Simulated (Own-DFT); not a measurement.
# Computed records: SiC (4H silicon carbide, strained, atoms displaced)

All values are calculated (Own-DFT development build). A calculation, not a measurement: plane-wave PBE density functional theory by an unreviewed code, no spin, of a simulated periodic cell, stress positive in tension, free energy of the whole cell less one offset for each atom, forces on such cells passed a denser k mesh, this cell's mesh not checked; offsets are fitted by least squares, one for each functional and potential file, so energies compare only between cells with the same atoms and settings and are not formation energies; the far tail of each file's local potential was reset to the Coulomb form; each entry is a single point on an unrelaxed cell, so the pressure reflects the starting lattice, mostly measured values (interpolated for alloys), from which strain is counted, and rises with the displacements; printed positions are rounded, which can move forces by about a meV/angstrom; the program, named Own-DFT, is a retired in-house code; no spin-orbit coupling; before rounding, a Quantum ESPRESSO 7.3.1 run of the same cell and cutoff gave forces within 1 meV/angstrom rms on each cell, which checks the program and not the settings.

Common to all runs: functional PBE; potential files PseudoDojo norm-conserving, scalar-relativistic, standard set; wave cutoff 42 hartree; occupations Fermi-Dirac; smearing width 0.1 eV; k mesh 4 x 4 x 3 centred on Gamma.

(1) SiC (4H silicon carbide, strained, atoms displaced)

```
SiC
1.0
      9.0690    -0.0815    -0.1567
     -4.6051     7.9253    -0.0435
     -0.1706    -0.1532    10.0085
Si C Si C Si C Si C Si C Si C Si C Si C Si C Si C Si C Si C Si C Si C Si C Si C Si C Si C
2 2 2 2 2 2 2 2 2 2 2 2 2 2 2 2 2 2 2 2 2 2 2 2 2 2 2 2 2 2 2 2 2 2 2 2
Direct
  0.99139 0.99245 0.40501
  0.10168 0.22401 0.15845
  0.99920 0.00330 0.09408
  0.11492 0.23087 0.34314
  0.99577 0.32426 0.40577
  0.11772 0.54934 0.15908
  0.00433 0.33248 0.08336
  0.12254 0.55180 0.33137
  0.99783 0.66047 0.39543
  0.10573 0.88735 0.16037
  0.99969 0.67331 0.09362
  0.11430 0.88018 0.33614
  0.33774 0.99987 0.40802
  0.44977 0.22068 0.15592
  0.32563 0.98179 0.09303
  0.42827 0.21448 0.34647
  0.33817 0.33578 0.40647
  0.44604 0.55631 0.15048
  0.33678 0.34177 0.09189
  0.45508 0.56575 0.35044
  0.33598 0.66606 0.40393
  0.44355 0.88625 0.15487
  0.33746 0.67858 0.08661
  0.44100 0.90340 0.34302
  0.67993 0.00505 0.40490
  0.76823 0.22424 0.15596
  0.66564 0.99754 0.09635
  0.77817 0.22455 0.34250
  0.65783 0.33552 0.40264
  0.77628 0.55605 0.15579
  0.67042 0.34254 0.09631
  0.78586 0.56309 0.34917
  0.67457 0.67104 0.40286
  0.78205 0.90317 0.16016
  0.65945 0.66421 0.09563
  0.77688 0.88483 0.34162
  0.00427 0.01055 0.90955
  0.89214 0.76863 0.67175
  0.00260 0.99450 0.59274
  0.88091 0.77790 0.84054
  0.00003 0.66553 0.90073
  0.89339 0.45264 0.65904
  0.99918 0.66977 0.59005
  0.89011 0.45638 0.84405
  0.00524 0.33642 0.90412
  0.88543 0.11532 0.65152
  0.01036 0.34897 0.59383
  0.88277 0.11258 0.84514
  0.66827 0.00833 0.89326
  0.56581 0.77763 0.65193
  0.66057 0.00012 0.59792
  0.54951 0.77153 0.83752
  0.66234 0.66537 0.91453
  0.54846 0.44228 0.65013
  0.67873 0.66885 0.59940
  0.54865 0.43561 0.84000
  0.67383 0.33054 0.92035
  0.55780 0.10982 0.65664
  0.65987 0.32882 0.59479
  0.55150 0.10970 0.85001
  0.33577 0.99697 0.90888
  0.21708 0.77535 0.65506
  0.33622 0.99972 0.59789
  0.21992 0.77411 0.84541
  0.32968 0.66459 0.90614
  0.22175 0.44115 0.66167
  0.34680 0.67875 0.58615
  0.22231 0.43741 0.84826
  0.33631 0.32629 0.90975
  0.22208 0.12188 0.65635
  0.33512 0.33407 0.59157
  0.22520 0.11928 0.83802
```

- free energy of cell above offsets: -2.841 eV
- pressure: 15.75 GPa
- stress xx: -19 GPa
- stress yy: -15.31 GPa
- stress zz: -12.93 GPa
- stress yz: -6.4 GPa
- stress xz: -5.83 GPa
- stress xy: -5.3 GPa

Force:
| element | x (eV/Å) | y (eV/Å) | z (eV/Å) |
| --- | --- | --- | --- |
| Si | 3.393 | 1.421 | 0.614 |
| Si | 2.493 | 0.276 | -0.553 |
| C | 0.318 | -0.014 | 0.396 |
| C | -0.33 | -2.343 | 0.316 |
| Si | 0.642 | 2.991 | 0.235 |
| Si | -1.42 | 1.7 | -3.629 |
| C | -2.309 | 0.246 | 1.892 |
| C | -2.432 | -1.031 | 3.654 |
| Si | 3.544 | 1.585 | 1.825 |
| Si | 0.703 | 0.544 | -1.853 |
| C | 0.429 | -2.315 | -0.59 |
| C | -1.823 | 0.953 | 2.638 |
| Si | -2.34 | 0.127 | 1.507 |
| Si | -2.506 | -0.931 | 0.136 |
| C | -1.056 | 3.414 | -0.334 |
| C | 1.885 | 1.188 | -1.492 |
| Si | -1.322 | 1.113 | 0.043 |
| Si | -1.429 | 1.179 | 1.746 |
| C | 0.224 | -2.859 | 0.985 |
| C | -0.652 | -1.828 | -2.061 |
| Si | 0.269 | 1.9 | 0.224 |
| Si | 0.283 | 1.197 | 1.268 |
| C | 0.733 | -3.325 | 1.355 |
| C | 4.436 | -2.675 | -0.801 |
| Si | -3.095 | -0.715 | 0.521 |
| Si | 2.827 | -0.569 | -0.194 |
| C | -1.149 | 1.564 | -1.451 |
| C | -1.14 | 0.005 | -0.023 |
| Si | 1.369 | -0.38 | 1.539 |
| Si | 0.314 | 2.487 | 0.61 |
| C | -0.155 | -1.786 | 1.08 |
| C | -2.732 | -2.824 | -2.344 |
| Si | 0.366 | -0.213 | 2.314 |
| Si | 0.566 | -2.387 | -1.436 |
| C | 1.644 | 1.663 | 0.48 |
| C | -0.984 | 0.782 | 0.106 |
| Si | -0.049 | -1.296 | -1.292 |
| Si | -0.356 | 2.073 | -4.383 |
| C | -1.959 | 0.255 | 0.124 |
| C | 1.084 | 0.641 | 4.438 |
| Si | -1.005 | 2.64 | 2.508 |
| Si | -0.847 | -0.73 | -1.069 |
| C | 0.46 | -1.078 | -0.384 |
| C | 1.109 | -3.59 | 0.062 |
| Si | -1.135 | 0.154 | -0.77 |
| Si | 1.879 | 0.062 | 0.893 |
| C | -1.733 | -2.436 | -0.509 |
| C | 1.659 | 0.931 | -1.406 |
| Si | 0.03 | -3.25 | 2.66 |
| Si | -0.548 | -0.15 | 0.881 |
| C | 1.922 | 0.007 | -1.786 |
| C | 0.268 | 1.044 | 1.039 |
| Si | -0.069 | -0.515 | -2.479 |
| Si | 2.546 | 1.012 | 2.085 |
| C | -1.422 | -0.75 | -2.132 |
| C | 1.364 | 1.012 | 1.352 |
| Si | -1.829 | 1.201 | -4.275 |
| Si | -1.402 | 0.889 | 0.761 |
| C | 0.9 | 0.773 | -0.794 |
| C | 0.546 | 1.095 | -0.987 |
| Si | -1.672 | -0.113 | -0.505 |
| Si | 2.126 | 0.943 | -0.01 |
| C | -1.676 | 0.107 | -0.529 |
| C | -0.145 | 0.314 | -1.182 |
| Si | 0.876 | 0.163 | -1.122 |
| Si | 1.713 | 2.384 | -0.663 |
| C | -1.677 | -2.12 | 1.442 |
| C | 0.106 | 0.748 | -0.696 |
| Si | -0.526 | 2.004 | -0.402 |
| Si | 1.92 | -1.772 | -0.703 |
| C | -2.155 | -0.139 | -0.649 |
| C | 0.128 | -2.656 | 1.758 |

(2) SiC (4H silicon carbide, strained, atoms displaced)

```
SiC
1.0
      9.0911    -0.1078     0.0632
     -4.6389     8.0934    -0.0491
      0.0688    -0.0221     9.8934
Si C Si C Si C Si C Si C Si C Si C Si C Si C Si C Si C Si C Si C Si C Si C Si C Si C Si C
2 2 2 2 2 2 2 2 2 2 2 2 2 2 2 2 2 2 2 2 2 2 2 2 2 2 2 2 2 2 2 2 2 2 2 2
Direct
  0.99748 0.00668 0.41424
  0.11562 0.22024 0.14674
  0.99152 0.99108 0.09196
  0.10172 0.22731 0.35429
  0.99812 0.33140 0.40875
  0.11356 0.55823 0.16170
  0.99352 0.32920 0.08754
  0.11518 0.56375 0.33678
  0.99922 0.66391 0.40180
  0.10230 0.87362 0.15082
  0.99473 0.65283 0.08696
  0.10004 0.88210 0.34306
  0.32638 0.99240 0.40225
  0.44110 0.22500 0.15589
  0.34341 0.00269 0.08869
  0.43964 0.21955 0.34369
  0.32925 0.33770 0.40138
  0.45206 0.55936 0.14806
  0.32204 0.33023 0.09705
  0.44317 0.55232 0.34296
  0.32502 0.65899 0.40380
  0.43324 0.88420 0.15431
  0.33752 0.67068 0.10332
  0.44722 0.88772 0.34498
  0.67096 0.00391 0.40061
  0.77160 0.21714 0.14591
  0.66955 0.01043 0.09681
  0.76786 0.21688 0.34489
  0.66279 0.33261 0.40679
  0.77671 0.54917 0.15523
  0.66004 0.32341 0.09118
  0.78256 0.54718 0.34701
  0.66799 0.66263 0.40726
  0.79091 0.89329 0.15806
  0.66284 0.66508 0.09656
  0.78623 0.89332 0.34285
  0.99787 0.00002 0.90886
  0.89084 0.78477 0.65378
  0.99711 0.99916 0.59746
  0.88938 0.77560 0.84490
  0.00294 0.65959 0.91081
  0.88786 0.43759 0.65024
  0.00444 0.66873 0.58324
  0.89447 0.44957 0.84196
  0.00243 0.34093 0.90880
  0.89319 0.11891 0.66031
  0.00099 0.33286 0.59221
  0.89836 0.11254 0.84708
  0.66978 0.00645 0.90218
  0.55651 0.77865 0.64723
  0.66204 0.99591 0.59988
  0.56416 0.78376 0.83937
  0.67093 0.66825 0.90557
  0.55670 0.44781 0.65140
  0.67608 0.66756 0.59870
  0.54591 0.43479 0.84354
  0.66760 0.32335 0.90964
  0.55716 0.11439 0.66085
  0.66472 0.33684 0.58828
  0.55293 0.10990 0.83826
  0.32952 0.00408 0.90577
  0.22179 0.77201 0.64647
  0.33962 0.00145 0.60277
  0.21419 0.77945 0.83872
  0.32553 0.67268 0.90773
  0.21950 0.44759 0.65418
  0.32967 0.65796 0.59085
  0.22886 0.45060 0.83687
  0.33288 0.33227 0.90907
  0.21327 0.10593 0.65267
  0.32855 0.32190 0.59514
  0.22296 0.11072 0.83454
```

- free energy of cell above offsets: -5.088 eV
- pressure: 12.58 GPa
- stress xx: -14.86 GPa
- stress yy: -5.55 GPa
- stress zz: -17.35 GPa
- stress yz: -0.3 GPa
- stress xz: 2.5 GPa
- stress xy: -6.44 GPa

Force:
| element | x (eV/Å) | y (eV/Å) | z (eV/Å) |
| --- | --- | --- | --- |
| Si | 1.179 | -0.431 | -1.428 |
| Si | -4.713 | -1.699 | 2.901 |
| C | 3.804 | 2.013 | -0.364 |
| C | 2.499 | -1.468 | -2.877 |
| Si | -2.564 | 1.136 | -1.254 |
| Si | 0.061 | -1.757 | -2.781 |
| C | 1.419 | 1.128 | 2.142 |
| C | -0.77 | -2.22 | 2.589 |
| Si | 0.196 | 0.714 | 0.226 |
| Si | 0.272 | 1.698 | 0.435 |
| C | 0.277 | 1.099 | 2.568 |
| C | 0.281 | 0.874 | -0.402 |
| Si | 0.646 | 0.889 | 1.259 |
| Si | 0.208 | -1.2 | 0.389 |
| C | -2.955 | -0.394 | 0.817 |
| C | -0.755 | -0.046 | -0.253 |
| Si | 0.885 | -1.364 | 1.507 |
| Si | -2.603 | -1.209 | 2.346 |
| C | 3.719 | 1.958 | -1.443 |
| C | 0.134 | 0.733 | -0.442 |
| Si | 1.812 | 1.76 | -0.193 |
| Si | 2.679 | 1.742 | 1.084 |
| C | -0.416 | -1.099 | -2.423 |
| C | -1.082 | -0.816 | -0.227 |
| Si | -0.347 | -0.93 | 1.352 |
| Si | 0.228 | 1.426 | 2.977 |
| C | 0.538 | -3.885 | -1.43 |
| C | 1.021 | 1.567 | -0.839 |
| Si | 0.298 | -1.138 | -0.867 |
| Si | -0.95 | -0.594 | 0.249 |
| C | -0.212 | 1.7 | 0.725 |
| C | -2.114 | 0.503 | -1.511 |
| Si | 0.312 | 0.639 | -0.349 |
| Si | -4.652 | -1.483 | 0.372 |
| C | 3.003 | 1.203 | -0.903 |
| C | -1.169 | -1.281 | 0.832 |
| Si | 1.156 | -0.814 | -1.65 |
| Si | 2.05 | -1.202 | 1.242 |
| C | -0.919 | 0.334 | -0.457 |
| C | 1.024 | 0.398 | 0.122 |
| Si | -1.933 | 1.095 | -3.22 |
| Si | -1.004 | 1.995 | 0.531 |
| C | -0.774 | -0.74 | 1.694 |
| C | -0.45 | -1.655 | -0.279 |
| Si | 1.099 | -0.644 | -2.226 |
| Si | -0.31 | -1.542 | -0.186 |
| C | -0.517 | -0.102 | 0.377 |
| C | -1.51 | 1.443 | -0.2 |
| Si | 0.262 | -1.142 | 0.558 |
| Si | 0.341 | -0.602 | 1.82 |
| C | 0.769 | 1.649 | -1.771 |
| C | -1.195 | -0.548 | 0.906 |
| Si | -1.248 | -1.018 | -0.6 |
| Si | -0.385 | -1.25 | 1.429 |
| C | -2.259 | -0.265 | -1.851 |
| C | 2.338 | 1.636 | 0.437 |
| Si | -1.481 | 1.573 | -2.206 |
| Si | 0.175 | 0.17 | -2.406 |
| C | 0.776 | -0.771 | 1.609 |
| C | 0.779 | 0.288 | 2.462 |
| Si | 0.413 | -0.829 | -1.683 |
| Si | -0.245 | 1.314 | 1.329 |
| C | -1.732 | -1.105 | -2.49 |
| C | 1.622 | 0.344 | 0.629 |
| Si | 2.131 | -0.015 | -0.865 |
| Si | 1.965 | -1.366 | 0.046 |
| C | 0.167 | 1.005 | -0.554 |
| C | -0.689 | -0.075 | 2.488 |
| Si | -1.196 | -0.39 | -1.839 |
| Si | 2.37 | 0.497 | 0.116 |
| C | -0.875 | 2.253 | -1.227 |
| C | -0.886 | 0.314 | 3.128 |

(3) SiC (4H silicon carbide, strained, atoms displaced)

```
SiC
1.0
      9.2277     0.0261     0.0716
     -4.5913     8.0134     0.0850
      0.0780     0.1519     9.8852
Si C Si C Si C Si C Si C Si C Si C Si C Si C Si C Si C Si C Si C Si C Si C Si C Si C Si C
2 2 2 2 2 2 2 2 2 2 2 2 2 2 2 2 2 2 2 2 2 2 2 2 2 2 2 2 2 2 2 2 2 2 2 2
Direct
  0.99615 0.99755 0.40352
  0.11012 0.22143 0.15635
  0.00380 0.99567 0.09104
  0.10934 0.22441 0.33920
  0.00078 0.32134 0.40240
  0.10944 0.55162 0.16299
  0.00083 0.33452 0.09366
  0.10653 0.54381 0.34785
  0.01307 0.67110 0.40089
  0.11053 0.88556 0.15652
  0.00002 0.66544 0.09265
  0.11027 0.88956 0.33857
  0.32320 0.99006 0.40476
  0.43266 0.20878 0.15522
  0.33907 0.01439 0.09297
  0.44812 0.22977 0.33757
  0.32871 0.32752 0.40824
  0.44217 0.54767 0.15404
  0.32405 0.32755 0.08816
  0.44315 0.55580 0.34695
  0.32840 0.66423 0.40502
  0.43781 0.88938 0.16936
  0.34264 0.68538 0.09627
  0.44458 0.88421 0.34956
  0.65639 0.99661 0.40793
  0.77786 0.22443 0.15111
  0.66517 0.00779 0.09007
  0.77673 0.22027 0.33442
  0.66359 0.32668 0.40155
  0.79057 0.56951 0.15689
  0.65779 0.32242 0.09470
  0.78604 0.56475 0.34334
  0.66510 0.66135 0.40714
  0.78130 0.89214 0.15181
  0.66394 0.67796 0.09991
  0.77707 0.87469 0.34787
  0.99891 0.99101 0.91427
  0.89914 0.78214 0.65999
  0.01327 0.00698 0.58430
  0.88953 0.77652 0.84683
  0.99559 0.66100 0.90869
  0.88950 0.45159 0.66085
  0.99205 0.66827 0.59063
  0.88680 0.44103 0.83980
  0.00058 0.33611 0.90442
  0.89888 0.11744 0.64964
  0.00312 0.33751 0.59763
  0.89051 0.10456 0.83842
  0.66343 0.99847 0.91151
  0.56370 0.78167 0.64624
  0.66747 0.00078 0.59421
  0.55519 0.77367 0.84823
  0.66816 0.67440 0.91051
  0.55459 0.44466 0.65512
  0.66499 0.66431 0.59501
  0.56559 0.44463 0.85124
  0.66712 0.33428 0.90946
  0.55990 0.11113 0.65611
  0.67984 0.33795 0.59346
  0.55168 0.11383 0.83589
  0.34248 0.00805 0.90695
  0.22367 0.76552 0.65781
  0.32851 0.99958 0.59357
  0.23191 0.78945 0.83836
  0.33777 0.67402 0.90839
  0.21981 0.44350 0.66896
  0.33028 0.65913 0.59055
  0.22126 0.45144 0.84161
  0.33060 0.32233 0.90802
  0.22219 0.10207 0.65492
  0.34278 0.32747 0.58223
  0.21473 0.10007 0.84040
```

* free energy of cell above offsets: -5.212 eV
* pressure: 9.59 GPa
* stress xx: -5.22 GPa
* stress yy: -3.54 GPa
* stress zz: -20 GPa
* stress yz: 3.95 GPa
* stress xz: 2.81 GPa
* stress xy: 1.58 GPa

Force:
| element | x (eV/Å) | y (eV/Å) | z (eV/Å) |
| --- | --- | --- | --- |
| Si | 0.087 | -0.197 | -0.749 |
| Si | -0.529 | -0.5 | -1.199 |
| C | -0.827 | 0.766 | 2.26 |
| C | 1.822 | -1.659 | 0.619 |
| Si | -2.768 | 1.265 | 1.687 |
| Si | 0.618 | 0.683 | -1.708 |
| C | 0.11 | 0.156 | -0.28 |
| C | 0.264 | 1.37 | -0.239 |
| Si | -2.461 | -1.418 | 1.117 |
| Si | 0.478 | 0.503 | -1.397 |
| C | 1.427 | 0.612 | 0.448 |
| C | 0.633 | -0.019 | 0.718 |
| Si | 0.676 | 2.233 | 0.672 |
| Si | 0.446 | 4.717 | 0.584 |
| C | -0.084 | -5.054 | -0.153 |
| C | -0.428 | -2.019 | 1.199 |
| Si | 0.272 | 1.078 | -2.516 |
| Si | -0.892 | 1.38 | 0.802 |
| C | 0.993 | 0.537 | 1.638 |
| C | 0.024 | -0.849 | -0.678 |
| Si | 0.988 | -1.461 | 0.233 |
| Si | 1.2 | 1.504 | -2.944 |
| C | -0.565 | -3.169 | 0.293 |
| C | -1.717 | 0.247 | 0.38 |
| Si | 2.641 | 0.565 | -0.695 |
| Si | -0.184 | -0.398 | -0.186 |
| C | 0.647 | -0.86 | 2.36 |
| C | 0.466 | -0.646 | 2.079 |
| Si | 0.598 | 1.916 | 0.322 |
| Si | -2.737 | -2.395 | 0.245 |
| C | 0.034 | 2.218 | 0.035 |
| C | 0.635 | -1.442 | 0.221 |
| Si | 0.074 | -0.704 | -0.023 |
| Si | -1.197 | 0.396 | 1.529 |
| C | 1.771 | -1.7 | -1.226 |
| C | -1.589 | 2.993 | -0.991 |
| Si | -0.629 | 0.917 | -3.315 |
| Si | -2.084 | 0.268 | -1.04 |
| C | -1.371 | -0.917 | 1.644 |
| C | 0.134 | -0.091 | 0.41 |
| Si | 1.168 | 0.734 | -1.571 |
| Si | 0.684 | -0.848 | -2.539 |
| C | 2.847 | -0.048 | 0.268 |
| C | 0.122 | 0.856 | 2.505 |
| Si | 0.308 | -1.312 | -0.371 |
| Si | -0.466 | -1.096 | 0.811 |
| C | 0.099 | 0.128 | -0.93 |
| C | -0.407 | 0.592 | 1.661 |
| Si | 0.205 | 0.147 | -2.936 |
| Si | -1.206 | -1.261 | 2.22 |
| C | 0.729 | 0.575 | -0.473 |
| C | -0.403 | 1.396 | -1.526 |
| Si | 0.566 | -1.659 | -0.261 |
| Si | 1.196 | -0.649 | 0.425 |
| C | 1.097 | 0.747 | 0.078 |
| C | -2.765 | 0.618 | -1.05 |
| Si | 0.611 | -1.093 | -0.57 |
| Si | -1.174 | 0.502 | -1.441 |
| C | -1.807 | -0.945 | -0.567 |
| C | 1.708 | 0.391 | 2.424 |
| Si | -1.062 | -1.196 | -1.116 |
| Si | -1.657 | 1.886 | -1.235 |
| C | 2.505 | -1.58 | -0.779 |
| C | -0.537 | -1.539 | 2.371 |
| Si | -0.553 | -0.262 | -0.378 |
| Si | 1.158 | -0.573 | -4.921 |
| C | 0.771 | 0.627 | 0.663 |
| C | 1.254 | -0.383 | 3.74 |
| Si | -0.307 | 1.093 | -2.244 |
| Si | -0.468 | 1.852 | -0.319 |
| C | -1.615 | 0.088 | 4.687 |
| C | 0.418 | 1.385 | 1.215 |

(4) SiC (4H silicon carbide, strained, atoms displaced)

```
SiC
1.0
      9.4051     0.1746    -0.1837
     -4.5514     7.8671     0.1800
     -0.2000     0.1108     9.9472
Si C Si C Si C Si C Si C Si C Si C Si C Si C Si C Si C Si C Si C Si C Si C Si C Si C Si C
2 2 2 2 2 2 2 2 2 2 2 2 2 2 2 2 2 2 2 2 2 2 2 2 2 2 2 2 2 2 2 2 2 2 2 2
Direct
  0.00267 0.00284 0.40576
  0.10510 0.22906 0.15162
  0.99363 0.99616 0.09981
  0.11215 0.21502 0.34162
  0.00212 0.34303 0.41392
  0.11111 0.55841 0.15846
  0.00333 0.33485 0.10015
  0.12264 0.56416 0.34805
  0.00276 0.67814 0.40471
  0.10438 0.88761 0.15763
  0.99583 0.65707 0.09080
  0.11359 0.88828 0.34203
  0.33771 0.00107 0.40661
  0.44512 0.22269 0.15678
  0.32071 0.99474 0.09935
  0.43907 0.21724 0.34134
  0.33672 0.33341 0.41042
  0.44545 0.55635 0.15913
  0.33789 0.32683 0.09533
  0.44481 0.54630 0.34331
  0.33601 0.66543 0.40704
  0.44581 0.89490 0.16032
  0.31875 0.66715 0.09011
  0.44986 0.88925 0.34073
  0.67132 0.99661 0.39918
  0.77898 0.22200 0.15553
  0.67270 0.00912 0.08910
  0.76685 0.22047 0.33634
  0.65051 0.32065 0.40132
  0.77719 0.56076 0.15917
  0.67259 0.33827 0.09004
  0.77420 0.55345 0.35435
  0.65180 0.66055 0.40245
  0.77523 0.89444 0.15255
  0.66091 0.66114 0.09510
  0.78429 0.88541 0.34790
  0.99214 0.00101 0.90286
  0.89187 0.78490 0.65431
  0.00049 0.99865 0.59166
  0.88647 0.76616 0.84463
  0.01072 0.66509 0.90409
  0.89189 0.45251 0.65767
  0.00366 0.67123 0.60145
  0.88883 0.45238 0.84230
  0.98983 0.33023 0.90352
  0.88879 0.10866 0.65505
  0.99890 0.33421 0.58634
  0.89410 0.11443 0.83734
  0.66262 0.99214 0.90311
  0.54494 0.77832 0.65468
  0.66148 0.00098 0.58936
  0.55745 0.77947 0.84675
  0.66236 0.67081 0.90475
  0.55250 0.43798 0.66175
  0.67174 0.67044 0.59115
  0.55739 0.44397 0.84603
  0.67160 0.33725 0.90585
  0.55417 0.10923 0.65623
  0.66143 0.32569 0.59015
  0.56656 0.12004 0.83771
  0.32912 0.98875 0.90303
  0.21898 0.77345 0.65500
  0.33380 0.00197 0.59797
  0.22036 0.77179 0.84364
  0.33381 0.66772 0.91354
  0.21319 0.44062 0.65890
  0.33766 0.66958 0.59633
  0.21614 0.44196 0.84382
  0.33021 0.33659 0.89928
  0.22324 0.10102 0.65874
  0.33817 0.33834 0.58677
  0.22162 0.12058 0.83921
```

- free energy of cell above offsets: -5.251 eV
- pressure: 5.84 GPa
- stress xx: 2.79 GPa
- stress yy: -7.1 GPa
- stress zz: -13.22 GPa
- stress yz: 3.92 GPa
- stress xz: -7.43 GPa
- stress xy: 8.27 GPa

Force:
| element | x (eV/Å) | y (eV/Å) | z (eV/Å) |
| --- | --- | --- | --- |
| Si | 0.32 | -1.066 | -0.316 |
| Si | 4.329 | -2.297 | 1.585 |
| C | -0.844 | 1.07 | -1.932 |
| C | -0.894 | 2.597 | 0.631 |
| Si | 0.337 | -1.549 | -4.472 |
| Si | 0.143 | -0.538 | 0.468 |
| C | -2.939 | 0.955 | -2.181 |
| C | -1.404 | -0.395 | -0.187 |
| Si | 0.222 | -2.6 | 1.203 |
| Si | 0.932 | -0.745 | -0.769 |
| C | -1.08 | 1.624 | 0.847 |
| C | -0.055 | 1.501 | 0.891 |
| Si | -0.418 | -1.029 | -0.104 |
| Si | 1.116 | -0.904 | -0.953 |
| C | 1.285 | 0.691 | -1.34 |
| C | -0.117 | 0.52 | 0.64 |
| Si | -0.89 | -1.74 | -2.1 |
| Si | -0.581 | -0.948 | -1.576 |
| C | -3.097 | 1.869 | -1.261 |
| C | -1.856 | 1.419 | 0.024 |
| Si | 0.493 | 0.151 | -0.094 |
| Si | -0.331 | -0.663 | -2.048 |
| C | 2.648 | 0.452 | 2.318 |
| C | 0.021 | -0.184 | 1.637 |
| Si | -0.341 | 0.461 | 0.926 |
| Si | -0.014 | 1.295 | -0.512 |
| C | -1.3 | -1.271 | 0.121 |
| C | 1.629 | 0.356 | 1.774 |
| Si | 1.584 | 1.602 | 0.793 |
| Si | 1.201 | -1.142 | 0.162 |
| C | -0.729 | -0.516 | 1.002 |
| C | 0.211 | 0.237 | -1.641 |
| Si | 3.078 | 0.917 | 1.439 |
| Si | 1.432 | -1.356 | 1.177 |
| C | -0.953 | 1.765 | -0.321 |
| C | -1.394 | 0.326 | -1.323 |
| Si | 2.718 | -1.298 | 0.987 |
| Si | -0.508 | -1.939 | 0.559 |
| C | 0.317 | 1.248 | 0.384 |
| C | -1.094 | 2.032 | 0.112 |
| Si | -2.085 | 0.374 | 0.714 |
| Si | -0.772 | -1.872 | -1.303 |
| C | -0.257 | 0.43 | -1.853 |
| C | 0.438 | -1.586 | 0.219 |
| Si | 1.305 | 0.736 | 0.785 |
| Si | -0.695 | -0.028 | -1.603 |
| C | -0.462 | 0.14 | 3.988 |
| C | -2.285 | -0.4 | 1.075 |
| Si | 0.227 | 2.474 | -0.159 |
| Si | 3.1 | 0.252 | 0.062 |
| C | 0.943 | -0.148 | 0.308 |
| C | -2.153 | -0.629 | -0.767 |
| Si | 2.771 | -1.735 | 0.398 |
| Si | 0.355 | 1.274 | -1.847 |
| C | -1.413 | -0.622 | 0.864 |
| C | -1.571 | 0.314 | 0.057 |
| Si | -0.255 | 0.014 | -0.113 |
| Si | 0.278 | 0.25 | -0.929 |
| C | 0.161 | 1.325 | 0.562 |
| C | -1.028 | -1.731 | 1.827 |
| Si | -0.483 | 2.627 | 0.931 |
| Si | 0.556 | 0.594 | 0.05 |
| C | 0.901 | -1.176 | -0.919 |
| C | 0.277 | 0.541 | -0.439 |
| Si | 0.45 | -0.768 | -2.128 |
| Si | 1.521 | 0.267 | -1.397 |
| C | -1.683 | -1.136 | -0.48 |
| C | -0.963 | 0.825 | 0.551 |
| Si | 1.835 | -0.374 | 1.768 |
| Si | -1.861 | 2.173 | -1.237 |
| C | -0.779 | -0.993 | 3.226 |
| C | 0.452 | -2.321 | 1.234 |
